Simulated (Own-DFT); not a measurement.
Simulation results for Al$_{3}$GaAs$_{4}$ (zincblende random alloy, strained, atoms displaced)

A calculation, not a measurement: plane-wave density functional theory by an unreviewed code, no spin, of a simulated periodic cell, stress positive in tension, run twice, with PBE and with PBEsol, both on files made for PBE, so the change isn't that of files made for PBEsol, forces on such cells passed a denser k mesh, this cell's mesh not checked; the far tail of each file's local potential was reset to the Coulomb form; each entry is a single point on an unrelaxed cell, so the pressure reflects the starting lattice, mostly measured values (interpolated for alloys), from which strain is counted, and rises with the displacements; printed positions are rounded, which can move forces by about a meV/angstrom; the program, named Own-DFT, is a retired in-house code; no spin-orbit coupling; stress was not checked against mesh or cutoff. Program: Own-DFT development build.

### Al$_{3}$GaAs$_{4}$ (zincblende random alloy, strained, atoms displaced)

```
cell vectors (Å)
  11.3796     0.1657     0.1768
   0.1657    11.5366     0.0206
   0.1768     0.0206    11.4175
atoms (fractions of the cell vectors)
Al  0.99925  0.00130  0.99729
Al  0.00116  0.25441  0.23768
Al  0.25338  0.00074  0.25513
Ga  0.25052  0.25509  0.00824
As  0.12431  0.12180  0.12759
As  0.13133  0.37838  0.37307
As  0.37347  0.12471  0.38422
As  0.37813  0.37598  0.12471
Al  0.99849  0.00015  0.49829
Al  0.99522  0.25061  0.74742
Al  0.25267  0.99904  0.75477
Al  0.25086  0.24352  0.49991
As  0.12462  0.12780  0.62726
As  0.12381  0.37133  0.87926
As  0.37424  0.12279  0.88119
As  0.37444  0.37784  0.62493
Al  0.00734  0.49938  0.00212
Al  0.99721  0.74443  0.25107
Ga  0.24099  0.49907  0.25271
Ga  0.24917  0.74838  0.00034
As  0.12058  0.62506  0.12195
As  0.12120  0.87384  0.37935
As  0.37573  0.62975  0.36841
As  0.36880  0.86669  0.12572
Ga  0.99737  0.49837  0.49702
Al  0.99843  0.74956  0.74834
Ga  0.24661  0.49793  0.75121
Al  0.24617  0.75053  0.49785
As  0.12079  0.61475  0.63230
As  0.12256  0.87777  0.88030
As  0.37562  0.62408  0.86915
As  0.37965  0.87442  0.62575
Al  0.50058  0.00107  0.99514
Al  0.50089  0.23853  0.25506
Ga  0.75573  0.99882  0.25910
Ga  0.74499  0.25271  0.99493
As  0.61965  0.12780  0.13094
As  0.62474  0.36737  0.37190
As  0.86898  0.12459  0.38089
As  0.87179  0.36887  0.12752
Ga  0.50248  0.99730  0.50481
Al  0.49944  0.25044  0.74663
Al  0.75281  0.00246  0.74532
Al  0.75140  0.24788  0.51324
As  0.62961  0.12181  0.62528
As  0.61857  0.37403  0.87441
As  0.87383  0.12956  0.88094
As  0.88198  0.37444  0.62376
Al  0.49767  0.50309  0.99645
Al  0.50211  0.74649  0.25376
Al  0.75236  0.50035  0.25252
Al  0.75941  0.75266  0.99409
As  0.61913  0.62961  0.13252
As  0.62249  0.87478  0.37521
As  0.86927  0.62097  0.37505
As  0.87878  0.87132  0.12810
Al  0.49660  0.50028  0.50427
Al  0.50621  0.74835  0.75104
Al  0.74321  0.49764  0.74662
Al  0.75389  0.74692  0.50070
As  0.62897  0.61526  0.62687
As  0.63252  0.87140  0.87644
As  0.88047  0.63402  0.87256
As  0.88453  0.87210  0.62484
```

| Item | Value |
| --- | --- |
| functional | PBE, then PBEsol |
| potential files | PseudoDojo norm-conserving, scalar-relativistic, standard set |
| wave cutoff | 42 hartree |
| occupations | Fermi-Dirac |
| smearing width | 0.1 eV |
| k mesh | 3 x 3 x 3 centred on Gamma |
| PBE pressure | 1.01 GPa |
| PBE stress xx | -1.33 GPa |
| PBE stress yy | -0.59 GPa |
| PBE stress zz | -1.12 GPa |
| PBE stress yz | 0.11 GPa |
| PBE stress xz | 2.16 GPa |
| PBE stress xy | 2.4 GPa |
| PBEsol pressure | -1.03 GPa |
| PBEsol stress xx | 0.72 GPa |
| PBEsol stress yy | 1.45 GPa |
| PBEsol stress zz | 0.92 GPa |
| PBEsol stress yz | 0.1 GPa |
| PBEsol stress xz | 2.11 GPa |
| PBEsol stress xy | 2.34 GPa |
| rms change of force components from PBE to PBEsol | 0.039 eV/Å |

Force:
| force element | PBE force x (eV/Å) | PBE force y (eV/Å) | PBE force z (eV/Å) | PBEsol force x (eV/Å) | PBEsol force y (eV/Å) | PBEsol force z (eV/Å) |
| --- | --- | --- | --- | --- | --- | --- |
| Al | -0.18 | 0.252 | 0.986 | -0.177 | 0.25 | 0.976 |
| Al | 0.122 | -0.451 | 1.676 | 0.12 | -0.443 | 1.64 |
| Al | -0.291 | -0.248 | 0.011 | -0.287 | -0.248 | 0.008 |
| Ga | 0.037 | -0.288 | -0.012 | 0.035 | -0.284 | -0.024 |
| As | 0.31 | -0.259 | -0.341 | 0.355 | -0.2 | -0.383 |
| As | -1.038 | -1.307 | 0.406 | -1.009 | -1.147 | 0.378 |
| As | 0.552 | -0.933 | -0.864 | 0.6 | -0.97 | -0.796 |
| As | -0.025 | -0.148 | 0.512 | -0.133 | -0.158 | 0.499 |
| Al | 0.116 | 0.548 | 0.372 | 0.111 | 0.535 | 0.363 |
| Al | 0.534 | 0.047 | 0.853 | 0.531 | 0.048 | 0.838 |
| Al | -0.112 | 0.222 | 0.006 | -0.108 | 0.222 | 0.007 |
| Al | -0.463 | 1.338 | 0.73 | -0.457 | 1.318 | 0.726 |
| As | -0.008 | -0.778 | -0.155 | -0.012 | -0.763 | -0.153 |
| As | 0.078 | -0.267 | -0.645 | 0.183 | -0.261 | -0.627 |
| As | -0.092 | 0.526 | -0.844 | -0.139 | 0.575 | -0.775 |
| As | -0.253 | -0.791 | -0.182 | -0.304 | -0.715 | -0.117 |
| Al | -1.127 | 0.1 | 0.002 | -1.102 | 0.098 | 0 |
| Al | 0.196 | 0.42 | 0.408 | 0.198 | 0.416 | 0.405 |
| Ga | 1.221 | 0.817 | -0.837 | 1.176 | 0.774 | -0.815 |
| Ga | -0.032 | 0.038 | -0.096 | -0.033 | 0.036 | -0.088 |
| As | 0.396 | -0.208 | 0.281 | 0.491 | -0.197 | 0.277 |
| As | 0.135 | -0.192 | -0.813 | 0.129 | -0.188 | -0.797 |
| As | -0.53 | -0.909 | 0.909 | -0.564 | -0.932 | 0.85 |
| As | 0.871 | 0.656 | 0.006 | 0.798 | 0.583 | -0.051 |
| Ga | 0.462 | 0.262 | 0.066 | 0.449 | 0.237 | 0.067 |
| Al | 0.92 | 0.411 | 0.403 | 0.903 | 0.4 | 0.399 |
| Ga | 0.201 | -0.225 | 0.583 | 0.188 | -0.227 | 0.547 |
| Al | 0.248 | -0.347 | 0.689 | 0.243 | -0.344 | 0.669 |
| As | 0.109 | 0.836 | -1.118 | 0.121 | 0.711 | -1.079 |
| As | 0.283 | -0.689 | -1.027 | 0.326 | -0.734 | -0.957 |
| As | -0.239 | 0.085 | 0.086 | -0.337 | 0.086 | 0.087 |
| As | -0.483 | -0.51 | 0.171 | -0.408 | -0.436 | 0.109 |
| Al | 0.127 | -0.499 | 1.034 | 0.125 | -0.492 | 1.014 |
| Al | -0.769 | 1.473 | 0.406 | -0.755 | 1.452 | 0.408 |
| Ga | -0.479 | 0.143 | -0.566 | -0.465 | 0.134 | -0.542 |
| Ga | -0.336 | 0.08 | 1.009 | -0.318 | 0.065 | 0.971 |
| As | 1.07 | -1.348 | -1.181 | 1.139 | -1.316 | -1.169 |
| As | 0.065 | 0.3 | 0.741 | 0.066 | 0.29 | 0.726 |
| As | 0.942 | 0.436 | -0.455 | 0.864 | 0.366 | -0.5 |
| As | -0.191 | 1.01 | -1.071 | -0.235 | 0.945 | -1.1 |
| Ga | 0.001 | 0.307 | -0.04 | -0.003 | 0.281 | -0.049 |
| Al | -0.287 | -0.262 | 0.443 | -0.287 | -0.259 | 0.439 |
| Al | 0.381 | -0.426 | 0.827 | 0.371 | -0.423 | 0.812 |
| Al | -0.076 | 0.721 | -0.924 | -0.079 | 0.708 | -0.916 |
| As | -0.738 | 0.011 | 0.173 | -0.774 | -0.04 | 0.121 |
| As | 0.296 | 0.043 | -0.443 | 0.344 | -0.018 | -0.382 |
| As | 0.022 | -0.623 | -1.013 | -0.046 | -0.539 | -0.935 |
| As | -0.966 | 0.051 | 0.13 | -0.889 | 0.113 | 0.065 |
| Al | 0.04 | 0.315 | 0.767 | 0.035 | 0.309 | 0.758 |
| Al | -0.556 | 1.317 | 0.055 | -0.554 | 1.294 | 0.05 |
| Al | -0.827 | -0.288 | -0.203 | -0.816 | -0.288 | -0.199 |
| Al | -0.685 | -0.05 | 1.423 | -0.675 | -0.047 | 1.398 |
| As | 1.393 | -0.972 | -1.564 | 1.366 | -0.951 | -1.528 |
| As | 0.41 | -0.497 | 0.115 | 0.402 | -0.37 | 0.127 |
| As | 0.629 | 0.001 | -0.191 | 0.674 | -0.052 | -0.135 |
| As | -0.192 | 0.388 | -0.364 | -0.233 | 0.43 | -0.303 |
| Al | 0.323 | 0.09 | -0.926 | 0.315 | 0.088 | -0.912 |
| Al | 0.024 | 0.22 | 0.013 | 0.025 | 0.22 | 0.011 |
| Al | 1.25 | -0.27 | 1.008 | 1.232 | -0.265 | 0.988 |
| Al | -0.519 | 0.573 | 0.489 | -0.507 | 0.565 | 0.486 |
| As | -0.614 | 1.021 | -0.878 | -0.605 | 0.999 | -0.861 |
| As | -0.409 | 0.475 | -0.617 | -0.398 | 0.463 | -0.61 |
| As | -0.316 | -1.931 | -0.012 | -0.301 | -1.885 | -0.015 |
| As | -0.927 | 0.184 | -0.409 | -0.904 | 0.18 | -0.403 |
